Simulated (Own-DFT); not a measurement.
# What a defect does to the pressure of its cell: D0_22 TiAl3

Source: density functional calculations with Own-DFT, an unreviewed in-house program that is no longer used. Nothing was measured or relaxed, and spin and spin-orbit coupling are left out.

Common settings: PBE; PseudoDojo norm-conserving scalar-relativistic files; cutoff 42 hartree; 4 x 4 x 4 k mesh centred on Gamma; cold (Marzari-Vanderbilt) smearing of 0.2 eV.

Keep in mind: forces on such cells failed a check on a denser k mesh; stress not checked against mesh or cutoff.

All runs share one cell, with vectors in Å (-2.365, -6.981, 4.326); (-7.667, 3.491, 1.442); (-2.950, -3.488, -7.241) and a volume of 625.4 Å³. Atoms were moved at random from their sites; u is the rms move along one axis. The defect's site can differ from row to row.

| cell | formula | u (Å) | P (GPa) |
|---|---|---|---|
| no defect | Al30Ti10 | 0.0180 | 1.94 |
| no defect | Al30Ti10 | 0.0202 | 1.97 |
| no defect | Al30Ti10 | 0.0460 | 2.47 |
| two Ti on an Al site each | Al28Ti12 | 0.0278 | 3.38 |
| two Ti on an Al site each | Al28Ti12 | 0.0312 | 3.42 |
| two Ti on an Al site each | Al28Ti12 | 0.0506 | 3.67 |
| two Al on a Ti site each | Al32Ti8 | 0.0293 | 2.90 |
| two Al on a Ti site each | Al32Ti8 | 0.0438 | 3.22 |
| two Al on a Ti site each | Al32Ti8 | 0.0524 | 3.48 |
| two Al vacancies | Al28Ti10 | 0.0276 | 1.27 |
| two Al vacancies | Al28Ti10 | 0.0307 | 1.22 |
| two Al vacancies | Al28Ti10 | 0.0445 | ? |
| two Al vacancies | Al28Ti10 | 0.0507 | 1.54 |

## What the rows give

P = P0 + c u² + a shift for each defect gives P0 = 1.91 GPa, c = 233 ± 27 GPa/Å² and a scatter of 0.07 GPa. The shifts, and each times the cell's volume:

- two Ti on an Al site each: 1.25 ± 0.06 GPa, 4.9 eV (2.4 eV for each of its 2 sites)
- two Al on a Ti site each: 0.87 ± 0.07 GPa, 3.4 eV (1.7 eV for each of its 2 sites)
- two Al vacancies: -0.90 ± 0.06 GPa, -3.5 eV (-1.7 eV for each of its 2 sites)

Against the defect-free cell, a freed cell would be larger where the shift is positive and smaller where it is negative (160.2 GPa Å³ is 1 eV). The atoms around the defects weren't relaxed, which would change these numbers.

## Prediction

Question: what pressure belongs in the blank (two Al vacancies, u = 0.0445 Å)?

Estimate: 1.47 ± 0.09 GPa. The run itself gave 1.51 GPa.
